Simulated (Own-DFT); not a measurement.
GaN (wurtzite, strained, atoms displaced) (calculated)

A calculation, not a measurement: plane-wave PBE density functional theory by an unreviewed code, no spin, of a simulated periodic cell, stress positive in tension, free energy of the whole cell less one offset for each atom, forces on such cells passed a denser k mesh, this cell's mesh not checked; offsets are fitted by least squares, one for each functional and potential file, so energies compare only between cells with the same atoms and settings and are not formation energies; the far tail of each file's local potential was reset to the Coulomb form; each entry is a single point on an unrelaxed cell, so the pressure reflects the starting lattice, mostly measured values (interpolated for alloys), from which strain is counted, and rises with the displacements; printed positions are rounded, which can move forces by about a meV/angstrom; the program, named Own-DFT, is a retired in-house code; no spin-orbit coupling. Program: Own-DFT development build.

Settings shared by all entries: functional PBE; potential files PseudoDojo norm-conserving, scalar-relativistic, standard set with the stringent files for Ga; wave cutoff 96 hartree; occupations Gaussian; smearing width 0.01 eV; k mesh 3 x 4 x 3 centred on Gamma.

```json
{"entry": 1, "formula": "GaN", "kind": "wurtzite, strained, atoms displaced", "structure": {"cell_angstrom": [[12.756, 0.0, 0.0], [-4.7835, 8.2853, 0.0], [0.0, 0.0, 10.6811]], "atoms_fractional": [["Ga", 0.08006, 0.21754, 0.00499], ["Ga", 0.16624, 0.10908, 0.25254], ["N", 0.08575, 0.22428, 0.19405], ["N", 0.17274, 0.11507, 0.44064], ["Ga", 0.08571, 0.22047, 0.50087], ["Ga", 0.16473, 0.12551, 0.74255], ["N", 0.0825, 0.21871, 0.68059], ["N", 0.16231, 0.10997, 0.94207], ["Ga", 0.08434, 0.55246, 0.99954], ["Ga", 0.15931, 0.44023, 0.25117], ["N", 0.09248, 0.55624, 0.18898], ["N", 0.16259, 0.44464, 0.43883], ["Ga", 0.08394, 0.56145, 0.49733], ["Ga", 0.15903, 0.43775, 0.74898], ["N", 0.08299, 0.55543, 0.69417], ["N", 0.16299, 0.44426, 0.93738], ["Ga", 0.08372, 0.88515, 0.00264], ["Ga", 0.16848, 0.78346, 0.25346], ["N", 0.08301, 0.88979, 0.18442], ["N", 0.1667, 0.77042, 0.43625], ["Ga", 0.08147, 0.89042, 0.50109], ["Ga", 0.16587, 0.77804, 0.74912], ["N", 0.0736, 0.88997, 0.68506], ["N", 0.16853, 0.77971, 0.93791], ["Ga", 0.33389, 0.21827, 0.9996], ["Ga", 0.40875, 0.11636, 0.25551], ["N", 0.33434, 0.21766, 0.18756], ["N", 0.41224, 0.10648, 0.43391], ["Ga", 0.33599, 0.21979, 0.50379], ["Ga", 0.41696, 0.10507, 0.74502], ["N", 0.33387, 0.21228, 0.69013], ["N", 0.41727, 0.11134, 0.93923], ["Ga", 0.32768, 0.54814, 0.99607], ["Ga", 0.41354, 0.4339, 0.25508], ["N", 0.34014, 0.56166, 0.1842], ["N", 0.41869, 0.43359, 0.44342], ["Ga", 0.33408, 0.54696, 0.50203], ["Ga", 0.42341, 0.45228, 0.7467], ["N", 0.33495, 0.55671, 0.68627], ["N", 0.41591, 0.44346, 0.93807], ["Ga", 0.33593, 0.89203, 0.00074], ["Ga", 0.41307, 0.77196, 0.25007], ["N", 0.33604, 0.89808, 0.18767], ["N", 0.41672, 0.78191, 0.43028], ["Ga", 0.33211, 0.88868, 0.49973], ["Ga", 0.41227, 0.77385, 0.75129], ["N", 0.33541, 0.89113, 0.69276], ["N", 0.41975, 0.77821, 0.93455], ["Ga", 0.57777, 0.21164, 0.99861], ["Ga", 0.66017, 0.10434, 0.25039], ["N", 0.5825, 0.23282, 0.19063], ["N", 0.66192, 0.1146, 0.43909], ["Ga", 0.58752, 0.22816, 0.50538], ["Ga", 0.66331, 0.10428, 0.75524], ["N", 0.58663, 0.22224, 0.68889], ["N", 0.67283, 0.11954, 0.94024], ["Ga", 0.57816, 0.55162, 0.99489], ["Ga", 0.65719, 0.43501, 0.25522], ["N", 0.57939, 0.55586, 0.18702], ["N", 0.66057, 0.45036, 0.43971], ["Ga", 0.58178, 0.54961, 0.49779], ["Ga", 0.66452, 0.44153, 0.74549], ["N", 0.58497, 0.55699, 0.69069], ["N", 0.66259, 0.43065, 0.9352], ["Ga", 0.58731, 0.89262, 0.99025], ["Ga", 0.66417, 0.77303, 0.24433], ["N", 0.58189, 0.88708, 0.18835], ["N", 0.66358, 0.76655, 0.44507], ["Ga", 0.58072, 0.89355, 0.50294], ["Ga", 0.67166, 0.7717, 0.74804], ["N", 0.58094, 0.88874, 0.6908], ["N", 0.66789, 0.78583, 0.94198], ["Ga", 0.84457, 0.22439, 0.99259], ["Ga", 0.91745, 0.11007, 0.24741], ["N", 0.83629, 0.22723, 0.19227], ["N", 0.91597, 0.12199, 0.44205], ["Ga", 0.84284, 0.23311, 0.5044], ["Ga", 0.92049, 0.11003, 0.74169], ["N", 0.83279, 0.2216, 0.69395], ["N", 0.91053, 0.0998, 0.94261], ["Ga", 0.82995, 0.55466, 0.99708], ["Ga", 0.91245, 0.44264, 0.25474], ["N", 0.83175, 0.5446, 0.18418], ["N", 0.9192, 0.44354, 0.43987], ["Ga", 0.839, 0.55817, 0.50362], ["Ga", 0.91725, 0.44667, 0.76011], ["N", 0.83519, 0.55703, 0.68617], ["N", 0.91303, 0.44387, 0.93617], ["Ga", 0.83714, 0.89497, 0.99904], ["Ga", 0.9158, 0.76975, 0.25432], ["N", 0.83031, 0.8906, 0.18209], ["N", 0.91874, 0.78394, 0.4386], ["Ga", 0.8351, 0.88459, 0.50292], ["Ga", 0.91455, 0.77327, 0.74907], ["N", 0.83124, 0.87052, 0.68732], ["N", 0.91666, 0.77564, 0.93892]]}, "results": {"free_energy_of_cell_above_offsets [eV]": "-5.960", "pressure [GPa]": 1.52, "stress_xx [GPa]": -4.36, "stress_yy [GPa]": -5.16, "stress_zz [GPa]": 4.97, "stress_yz [GPa]": -0.27, "stress_xz [GPa]": -0.04, "stress_xy [GPa]": 1.32, "force_element": ["Ga", "Ga", "N", "N", "Ga", "Ga", "N", "N", "Ga", "Ga", "N", "N", "Ga", "Ga", "N", "N", "Ga", "Ga", "N", "N", "Ga", "Ga", "N", "N", "Ga", "Ga", "N", "N", "Ga", "Ga", "N", "N", "Ga", "Ga", "N", "N", "Ga", "Ga", "N", "N", "Ga", "Ga", "N", "N", "Ga", "Ga", "N", "N", "Ga", "Ga", "N", "N", "Ga", "Ga", "N", "N", "Ga", "Ga", "N", "N", "Ga", "Ga", "N", "N", "Ga", "Ga", "N", "N", "Ga", "Ga", "N", "N", "Ga", "Ga", "N", "N", "Ga", "Ga", "N", "N", "Ga", "Ga", "N", "N", "Ga", "Ga", "N", "N", "Ga", "Ga", "N", "N", "Ga", "Ga", "N", "N"], "force_x [eV/angstrom]": [0.223, 0.094, 0.006, -0.687, -0.739, 2.674, -1.197, 0.506, -0.969, 2.075, -2.463, 1.04, 0.573, 0.891, -0.289, 0.448, -0.295, 0.626, -0.096, -1.0, 0.881, -0.515, 1.887, 0.013, -0.613, 2.869, -2.124, 0.477, 0.177, 0.167, -1.01, -0.282, 0.734, -0.41, -0.722, -1.314, -0.697, -0.682, -0.522, -0.516, 0.087, 0.058, -0.035, 0.142, 0.541, 0.658, -0.531, -0.736, 0.584, 0.132, 0.147, 1.366, -0.621, 0.403, -0.487, 0.065, 1.099, 0.488, 0.51, 3.083, -1.013, 0.57, 0.236, -0.595, -0.875, -0.242, -0.164, -0.351, 0.761, -1.693, 0.549, 1.425, -2.274, -0.86, -0.015, 1.76, -1.858, -1.26, 0.471, 1.529, -0.291, 1.123, -1.015, -0.829, -0.927, -0.249, 0.004, 1.039, -0.126, -0.772, 1.102, 0.581, -1.692, 0.729, -0.791, -0.16], "force_y [eV/angstrom]": [0.237, 0.167, -0.75, -0.624, 0.437, -2.346, 1.252, 0.222, 0.973, 0.678, 0.789, -0.221, -1.174, 0.937, 0.068, -1.204, 0.18, -0.556, -0.288, 1.748, 0.074, 0.643, 0.544, -0.39, 0.263, -1.094, 0.836, 0.495, -0.66, 1.007, 1.395, -0.488, 1.055, 1.371, -2.002, 0.702, 0.993, -1.329, -0.93, -0.545, -0.557, 1.198, -0.72, -1.018, -0.185, 0.334, -1.162, -0.318, 1.171, 0.942, -2.781, 0.177, -0.465, 0.647, -0.349, -0.755, 0.522, 2.188, -0.873, -1.215, 1.359, 0.091, -0.615, 1.449, 0.249, 0.541, 0.111, 1.815, -0.495, 0.976, -0.631, -1.559, 0.243, 0.04, -0.888, -1.886, -1.292, -1.142, 0.058, 2.34, -0.477, -0.005, 1.213, 1.16, -0.208, -0.267, -0.872, 0.36, -2.663, 0.243, -0.451, -0.968, 0.646, -0.298, 2.465, 0.114], "force_z [eV/angstrom]": [0.1, -0.111, -0.768, -0.442, -1.327, 1.81, 0.313, -0.856, 0.675, 0.633, -0.583, 0.19, 1.115, 0.19, -1.078, -0.616, -0.599, -0.955, 1.071, 0.265, 0.128, 0.483, 0.085, -0.227, -0.082, -0.344, -0.615, 1.308, 0.479, 1.36, -0.316, -0.974, 0.815, -0.676, 0.229, -0.721, -0.741, 0.819, 0.11, -0.823, 0.315, -0.531, 0.008, 1.522, 0.063, 0.16, -1.35, 0.258, 1.119, -0.003, -0.754, 0.018, -0.681, -0.106, -0.244, -0.318, 0.836, -0.38, -0.173, -0.244, 1.311, 1.046, -0.836, -0.311, 1.592, 0.886, -0.622, -0.873, -0.296, 0.894, -0.26, -1.313, 1.709, 0.763, -0.843, -0.455, 0.509, 0.875, -0.367, -2.033, 0.616, -0.62, 0.699, -0.231, -0.351, -1.414, 0.17, 0.835, 0.734, -1.209, 1.036, -0.575, -0.423, 1.295, -0.366, -0.411]}}
{"entry": 2, "formula": "GaN", "kind": "wurtzite, strained, atoms displaced", "structure": {"cell_angstrom": [[12.756, 0.0, 0.0], [-4.7835, 8.2853, 0.0], [0.0, 0.0, 10.6811]], "atoms_fractional": [["Ga", 0.08355, 0.23088, 0.00106], ["Ga", 0.16794, 0.11905, 0.24786], ["N", 0.07553, 0.22517, 0.18874], ["N", 0.17201, 0.12999, 0.44098], ["Ga", 0.08133, 0.22399, 0.50066], ["Ga", 0.16744, 0.10614, 0.75073], ["N", 0.07608, 0.2222, 0.69425], ["N", 0.17024, 0.10764, 0.93665], ["Ga", 0.08594, 0.56009, 0.99411], ["Ga", 0.16641, 0.44276, 0.25398], ["N", 0.07678, 0.54911, 0.19192], ["N", 0.16376, 0.44295, 0.43531], ["Ga", 0.07754, 0.55625, 0.49807], ["Ga", 0.16301, 0.44504, 0.74489], ["N", 0.08222, 0.5531, 0.69449], ["N", 0.16496, 0.4477, 0.94502], ["Ga", 0.08528, 0.88795, 0.99836], ["Ga", 0.15832, 0.77401, 0.24971], ["N", 0.08445, 0.89007, 0.19308], ["N", 0.16808, 0.77266, 0.43638], ["Ga", 0.08607, 0.89801, 0.49682], ["Ga", 0.16353, 0.78255, 0.74709], ["N", 0.08395, 0.89257, 0.69002], ["N", 0.16973, 0.78231, 0.93516], ["Ga", 0.32945, 0.21092, 0.99852], ["Ga", 0.41937, 0.11507, 0.24512], ["N", 0.33789, 0.23143, 0.19362], ["N", 0.42139, 0.12161, 0.4376], ["Ga", 0.33825, 0.2268, 0.49912], ["Ga", 0.42282, 0.12166, 0.74566], ["N", 0.33562, 0.22693, 0.69548], ["N", 0.41651, 0.1144, 0.94094], ["Ga", 0.33074, 0.55253, 0.00085], ["Ga", 0.41969, 0.45021, 0.24183], ["N", 0.33228, 0.55401, 0.18395], ["N", 0.40731, 0.44374, 0.44999], ["Ga", 0.33679, 0.55642, 0.4962], ["Ga", 0.41553, 0.45076, 0.74513], ["N", 0.33591, 0.55152, 0.69136], ["N", 0.42169, 0.44236, 0.94408], ["Ga", 0.33128, 0.89486, 0.00268], ["Ga", 0.41169, 0.76566, 0.2573], ["N", 0.33614, 0.8963, 0.19484], ["N", 0.41417, 0.78333, 0.44389], ["Ga", 0.33162, 0.89501, 0.49416], ["Ga", 0.40946, 0.77954, 0.75349], ["N", 0.3323, 0.89437, 0.68356], ["N", 0.41855, 0.7826, 0.94621], ["Ga", 0.58063, 0.22362, 0.00656], ["Ga", 0.67627, 0.12432, 0.24686], ["N", 0.57914, 0.22184, 0.18531], ["N", 0.66914, 0.11023, 0.43382], ["Ga", 0.58302, 0.22292, 0.50533], ["Ga", 0.66768, 0.1152, 0.75156], ["N", 0.58838, 0.23326, 0.68126], ["N", 0.67175, 0.11377, 0.94323], ["Ga", 0.57668, 0.55305, 0.00216], ["Ga", 0.67319, 0.45508, 0.2435], ["N", 0.58708, 0.5552, 0.19519], ["N", 0.66777, 0.43951, 0.44329], ["Ga", 0.58885, 0.5531, 0.4955], ["Ga", 0.66516, 0.43751, 0.75404], ["N", 0.57698, 0.55222, 0.68593], ["N", 0.66471, 0.4436, 0.93803], ["Ga", 0.58859, 0.8896, 0.00393], ["Ga", 0.66152, 0.77046, 0.24709], ["N", 0.58805, 0.88519, 0.1814], ["N", 0.66745, 0.78589, 0.4432], ["Ga", 0.58765, 0.896, 0.49756], ["Ga", 0.66348, 0.77934, 0.74565], ["N", 0.58032, 0.88166, 0.68747], ["N", 0.6712, 0.7747, 0.93987], ["Ga", 0.83399, 0.22603, 0.99743], ["Ga", 0.91418, 0.10968, 0.24999], ["N", 0.83044, 0.22295, 0.18353], ["N", 0.91369, 0.10665, 0.42879], ["Ga", 0.82968, 0.21343, 0.50216], ["Ga", 0.92073, 0.1103, 0.74887], ["N", 0.83522, 0.22148, 0.6787], ["N", 0.92556, 0.12016, 0.93652], ["Ga", 0.83586, 0.5632, 0.0036], ["Ga", 0.92152, 0.44995, 0.24609], ["N", 0.83413, 0.55693, 0.19083], ["N", 0.91391, 0.45383, 0.44763], ["Ga", 0.83377, 0.56037, 0.50289], ["Ga", 0.91795, 0.44715, 0.75581], ["N", 0.83248, 0.55565, 0.69189], ["N", 0.91079, 0.43413, 0.94176], ["Ga", 0.83572, 0.89133, 0.99757], ["Ga", 0.90673, 0.77633, 0.25371], ["N", 0.82907, 0.89661, 0.18749], ["N", 0.92206, 0.78533, 0.44646], ["Ga", 0.82427, 0.88646, 0.50905], ["Ga", 0.91388, 0.77948, 0.74114], ["N", 0.8408, 0.88751, 0.68495], ["N", 0.91593, 0.77453, 0.93735]]}, "results": {"free_energy_of_cell_above_offsets [eV]": "-5.307", "pressure [GPa]": 1.87, "stress_xx [GPa]": -5.97, "stress_yy [GPa]": -4.88, "stress_zz [GPa]": 5.23, "stress_yz [GPa]": 0.06, "stress_xz [GPa]": -0.31, "stress_xy [GPa]": -0.14, "force_element": ["Ga", "Ga", "N", "N", "Ga", "Ga", "N", "N", "Ga", "Ga", "N", "N", "Ga", "Ga", "N", "N", "Ga", "Ga", "N", "N", "Ga", "Ga", "N", "N", "Ga", "Ga", "N", "N", "Ga", "Ga", "N", "N", "Ga", "Ga", "N", "N", "Ga", "Ga", "N", "N", "Ga", "Ga", "N", "N", "Ga", "Ga", "N", "N", "Ga", "Ga", "N", "N", "Ga", "Ga", "N", "N", "Ga", "Ga", "N", "N", "Ga", "Ga", "N", "N", "Ga", "Ga", "N", "N", "Ga", "Ga", "N", "N", "Ga", "Ga", "N", "N", "Ga", "Ga", "N", "N", "Ga", "Ga", "N", "N", "Ga", "Ga", "N", "N", "Ga", "Ga", "N", "N", "Ga", "Ga", "N", "N"], "force_x [eV/angstrom]": [1.033, -0.138, 1.549, 0.546, -0.619, -0.422, 2.498, -1.443, -0.843, -0.453, 1.813, -0.099, 0.894, 1.314, -0.623, 0.752, -0.816, 1.446, -1.3, -1.214, 0.726, 1.057, -0.351, -0.29, -0.145, -0.555, -0.447, -0.002, -0.673, -0.375, -0.279, 0.995, 0.626, -0.316, -0.259, 3.251, -2.261, 1.381, -2.808, -2.312, 1.266, 0.039, -0.369, 1.081, 0.249, 0.853, 0.014, -0.27, 0.704, -1.588, 1.322, -0.935, 0.704, 0.485, 0.265, -1.244, 1.92, 0.008, -0.851, -0.047, -1.743, -0.67, 1.66, 0.268, -0.363, 0.3, -1.403, 0.176, -1.216, 1.06, -0.971, -0.787, 0.781, -0.663, 1.298, 0.066, 0.328, -1.82, -0.273, -1.217, -0.262, -1.484, 0.305, 0.865, -0.214, -0.418, 0.107, 0.229, 0.156, 0.96, 0.956, -1.471, 1.759, 1.697, -2.763, 0.321], "force_y [eV/angstrom]": [-0.786, -0.193, -0.123, -1.775, 0.0, 1.36, 0.455, 0.314, -0.267, 0.117, 1.471, 0.653, -0.295, -0.084, 1.103, 0.073, 0.018, 0.229, 0.368, 1.03, 0.235, -0.376, -0.435, -0.497, 1.868, -0.004, -1.03, -0.75, -0.156, -0.828, -0.406, -0.489, 0.605, -0.41, -0.169, 0.29, 1.01, -1.035, 1.284, -0.621, -0.419, 2.042, -1.532, -0.5, 0.158, -0.24, 0.127, -0.297, -0.033, -1.85, 1.002, 0.635, -0.315, -0.628, -1.797, -0.34, 0.721, -2.248, -0.053, 0.862, 0.291, 2.126, 0.538, 0.103, -0.153, 1.809, 0.38, -1.801, -0.684, -0.973, 1.581, 0.242, -1.393, 0.413, 1.08, 0.267, 1.355, -0.414, -0.17, -1.213, -1.232, -1.417, 0.567, -1.657, 0.079, -0.625, -0.121, 2.774, 0.346, 1.229, -1.461, -0.499, 0.864, -1.161, 0.938, 0.945], "force_z [eV/angstrom]": [0.375, 0.509, -0.485, -0.541, 0.29, 0.222, -1.416, 0.235, 0.981, -0.339, -1.301, 0.769, 0.658, 0.974, -0.911, -1.323, 0.623, 0.399, -0.763, 0.051, 0.234, 0.173, -1.005, -0.007, 0.712, 1.315, -1.061, -0.302, 0.859, 0.744, -1.043, -0.942, -0.514, 1.523, 0.727, -2.38, 1.478, 1.474, -0.677, -0.812, 0.579, -0.726, -0.684, -0.803, 0.577, 0.12, 0.265, -0.92, -0.954, 0.406, 0.63, -0.025, -1.492, 0.048, 1.274, -1.1, -0.105, 1.54, -1.071, -1.441, 0.975, 0.169, -0.091, 0.62, -0.811, 0.89, 1.707, -1.25, 0.676, 0.907, -0.116, -0.717, 0.871, -0.103, 0.018, 1.706, -1.046, 0.781, 1.993, -0.304, -0.534, 1.518, -0.609, -1.618, 0.64, -0.546, -0.182, -0.7, 0.324, 0.313, -0.388, -1.01, -1.494, 1.644, 0.511, -0.372]}}
{"entry": 3, "formula": "GaN", "kind": "wurtzite, strained, atoms displaced", "structure": {"cell_angstrom": [[12.756, 0.0, 0.0], [-4.7835, 8.2853, 0.0], [0.0, 0.0, 10.6811]], "atoms_fractional": [["Ga", 0.08215, 0.2074, 0.99924], ["Ga", 0.16829, 0.10813, 0.24994], ["N", 0.08489, 0.22696, 0.19094], ["N", 0.16548, 0.10328, 0.43234], ["Ga", 0.08065, 0.22097, 0.50511], ["Ga", 0.16577, 0.10942, 0.75079], ["N", 0.07644, 0.21667, 0.68645], ["N", 0.16384, 0.11024, 0.93912], ["Ga", 0.07325, 0.55128, 0.99991], ["Ga", 0.16941, 0.4392, 0.2483], ["N", 0.08056, 0.55933, 0.19258], ["N", 0.17336, 0.43653, 0.43354], ["Ga", 0.08694, 0.56289, 0.50403], ["Ga", 0.16653, 0.44614, 0.75116], ["N", 0.08358, 0.56348, 0.69254], ["N", 0.16433, 0.44013, 0.93552], ["Ga", 0.08525, 0.89543, 0.00317], ["Ga", 0.16893, 0.77791, 0.2483], ["N", 0.07686, 0.88379, 0.18885], ["N", 0.16417, 0.77594, 0.44196], ["Ga", 0.08577, 0.89162, 0.49264], ["Ga", 0.16969, 0.77541, 0.75585], ["N", 0.08442, 0.88652, 0.68479], ["N", 0.17128, 0.78992, 0.93049], ["Ga", 0.33042, 0.22455, 0.99185], ["Ga", 0.41774, 0.11411, 0.2513], ["N", 0.32613, 0.2239, 0.18487], ["N", 0.41726, 0.11488, 0.43659], ["Ga", 0.33376, 0.22743, 0.50417], ["Ga", 0.42484, 0.11816, 0.74493], ["N", 0.34201, 0.22267, 0.68607], ["N", 0.41757, 0.10503, 0.93023], ["Ga", 0.3366, 0.55955, 0.99581], ["Ga", 0.42151, 0.43732, 0.24863], ["N", 0.33547, 0.54933, 0.19067], ["N", 0.41457, 0.43856, 0.43696], ["Ga", 0.33142, 0.55276, 0.5002], ["Ga", 0.41978, 0.44624, 0.75573], ["N", 0.33455, 0.55507, 0.68491], ["N", 0.42035, 0.44794, 0.9358], ["Ga", 0.34135, 0.88581, 0.00288], ["Ga", 0.40978, 0.77624, 0.24143], ["N", 0.33165, 0.89277, 0.18817], ["N", 0.4121, 0.77403, 0.4307], ["Ga", 0.34051, 0.88703, 0.49936], ["Ga", 0.4154, 0.76533, 0.74596], ["N", 0.33151, 0.88399, 0.6872], ["N", 0.41894, 0.77726, 0.94377], ["Ga", 0.57964, 0.2286, 0.00437], ["Ga", 0.66951, 0.11114, 0.24562], ["N", 0.57612, 0.22283, 0.1856], ["N", 0.66281, 0.1117, 0.43837], ["Ga", 0.58705, 0.22544, 0.50502], ["Ga", 0.67089, 0.10403, 0.75003], ["N", 0.58912, 0.2239, 0.69388], ["N", 0.66956, 0.11091, 0.93226], ["Ga", 0.58197, 0.54937, 0.00584], ["Ga", 0.67353, 0.45045, 0.25641], ["N", 0.58969, 0.55944, 0.18809], ["N", 0.66968, 0.45342, 0.42944], ["Ga", 0.58204, 0.5572, 0.50093], ["Ga", 0.671, 0.44659, 0.76218], ["N", 0.58267, 0.55181, 0.6917], ["N", 0.66546, 0.44094, 0.93278], ["Ga", 0.58301, 0.88758, 0.00361], ["Ga", 0.67187, 0.78072, 0.25517], ["N", 0.57876, 0.87934, 0.18864], ["N", 0.66574, 0.76853, 0.43664], ["Ga", 0.58458, 0.8841, 0.50845], ["Ga", 0.66701, 0.77948, 0.74327], ["N", 0.58866, 0.89248, 0.69147], ["N", 0.66948, 0.7712, 0.94261], ["Ga", 0.83186, 0.21646, 0.00183], ["Ga", 0.91845, 0.11886, 0.25764], ["N", 0.82652, 0.21369, 0.19074], ["N", 0.9166, 0.10423, 0.44101], ["Ga", 0.83218, 0.21976, 0.49728], ["Ga", 0.9207, 0.11543, 0.7527], ["N", 0.83337, 0.22959, 0.69754], ["N", 0.92104, 0.11584, 0.93807], ["Ga", 0.84252, 0.56143, 0.00126], ["Ga", 0.91729, 0.44503, 0.24865], ["N", 0.83861, 0.56014, 0.19211], ["N", 0.91294, 0.44797, 0.44071], ["Ga", 0.83222, 0.55752, 0.49873], ["Ga", 0.91105, 0.44157, 0.75235], ["N", 0.8425, 0.56132, 0.68379], ["N", 0.91765, 0.44132, 0.93753], ["Ga", 0.84011, 0.88854, 0.00711], ["Ga", 0.90755, 0.77704, 0.25544], ["N", 0.83328, 0.88161, 0.18652], ["N", 0.91347, 0.7787, 0.44194], ["Ga", 0.83354, 0.89403, 0.49562], ["Ga", 0.91334, 0.767, 0.73935], ["N", 0.83372, 0.88865, 0.6906], ["N", 0.9219, 0.76934, 0.94767]]}, "results": {"free_energy_of_cell_above_offsets [eV]": "-5.636", "pressure [GPa]": 1.47, "stress_xx [GPa]": -3.47, "stress_yy [GPa]": -5.02, "stress_zz [GPa]": 4.06, "stress_yz [GPa]": 0.18, "stress_xz [GPa]": 0.39, "stress_xy [GPa]": -0.54, "force_element": ["Ga", "Ga", "N", "N", "Ga", "Ga", "N", "N", "Ga", "Ga", "N", "N", "Ga", "Ga", "N", "N", "Ga", "Ga", "N", "N", "Ga", "Ga", "N", "N", "Ga", "Ga", "N", "N", "Ga", "Ga", "N", "N", "Ga", "Ga", "N", "N", "Ga", "Ga", "N", "N", "Ga", "Ga", "N", "N", "Ga", "Ga", "N", "N", "Ga", "Ga", "N", "N", "Ga", "Ga", "N", "N", "Ga", "Ga", "N", "N", "Ga", "Ga", "N", "N", "Ga", "Ga", "N", "N", "Ga", "Ga", "N", "N", "Ga", "Ga", "N", "N", "Ga", "Ga", "N", "N", "Ga", "Ga", "N", "N", "Ga", "Ga", "N", "N", "Ga", "Ga", "N", "N", "Ga", "Ga", "N", "N"], "force_x [eV/angstrom]": [-1.491, -1.053, -0.339, -0.352, 1.161, 0.435, 1.574, 1.156, 2.358, -0.361, 1.234, -2.038, -0.079, -0.501, 0.459, 0.215, 0.954, -1.243, 0.479, 1.096, -0.268, -0.71, -0.208, 0.415, 1.109, -0.966, 1.734, 0.388, 0.208, 0.029, -1.917, -0.637, -0.651, -0.673, -0.283, 0.239, 0.713, 0.022, 0.161, -0.425, -2.253, 1.169, 0.334, 1.408, -1.712, -0.795, 1.309, 0.52, 0.872, -2.351, 1.655, 1.101, -0.81, -1.131, 0.491, -0.579, 0.586, -0.39, -0.226, -0.123, 0.224, -0.021, 0.399, 0.572, 1.362, -1.1, 0.234, -0.559, -0.798, 1.161, -0.923, -0.405, -0.137, 0.786, 1.403, -0.891, -0.422, -1.241, 1.204, -0.155, -1.0, -0.265, -0.456, 1.43, -0.084, 1.172, -1.578, -1.226, -0.736, 2.307, -1.188, 0.285, 0.318, 0.482, -0.044, -1.126], "force_y [eV/angstrom]": [2.537, -0.32, -1.643, 1.581, -0.148, -0.559, 1.177, -0.128, 1.375, 1.177, -0.88, 0.178, -1.109, -0.168, -1.726, 0.257, -1.235, 0.163, 0.516, 0.468, -0.732, 1.149, 0.446, -1.011, -0.593, -0.029, -0.388, -0.166, -1.247, -1.688, 0.461, 0.778, -1.27, 0.951, 0.58, 1.075, 0.289, -0.457, -1.156, -0.422, 0.775, -0.565, -0.02, -0.14, 0.594, 2.156, 0.508, -0.252, -1.048, -1.196, 0.526, -0.683, 0.4, 1.383, 0.354, -0.226, 1.08, -0.608, -0.602, -0.883, -1.402, -0.037, 0.519, 0.76, 0.158, -0.514, 1.083, 1.66, 0.264, -0.816, -1.308, 0.685, 0.113, -0.843, 1.378, 1.734, 0.732, -0.923, -1.413, -1.108, -1.745, -0.05, -0.817, -0.823, 0.086, 1.083, -2.091, -0.66, -0.561, -0.161, 1.937, 0.205, -1.735, 2.715, 0.363, 1.9], "force_z [eV/angstrom]": [1.098, 0.18, -0.75, 0.768, -0.803, -0.629, 0.081, -1.154, 0.268, 0.194, -1.003, 0.676, -0.048, 0.041, -0.62, 0.459, 0.192, 0.828, 0.167, -1.192, 1.311, -1.031, 0.104, 2.326, 0.825, 0.317, -0.81, 0.399, -0.562, 0.653, 0.558, 0.856, 1.136, 0.431, -1.014, -0.065, -0.624, -0.939, 0.139, 0.313, -0.645, 1.073, -0.495, 0.575, 0.396, 0.885, -0.217, -1.45, -0.94, 0.875, 0.276, -0.163, -0.242, 0.842, -1.043, 1.343, -0.419, -1.738, 0.293, 2.32, 0.42, -2.503, -0.779, 2.385, -0.358, -0.941, 0.133, 0.447, -1.681, 1.932, -0.879, -0.574, -0.284, -0.935, -0.652, -0.598, 0.808, 0.349, -1.792, 0.265, 0.886, 1.006, -0.738, -0.5, 0.224, 0.104, -0.042, 0.04, -1.399, 0.355, 0.745, -0.586, 1.614, 1.454, -0.718, -1.811]}}
```
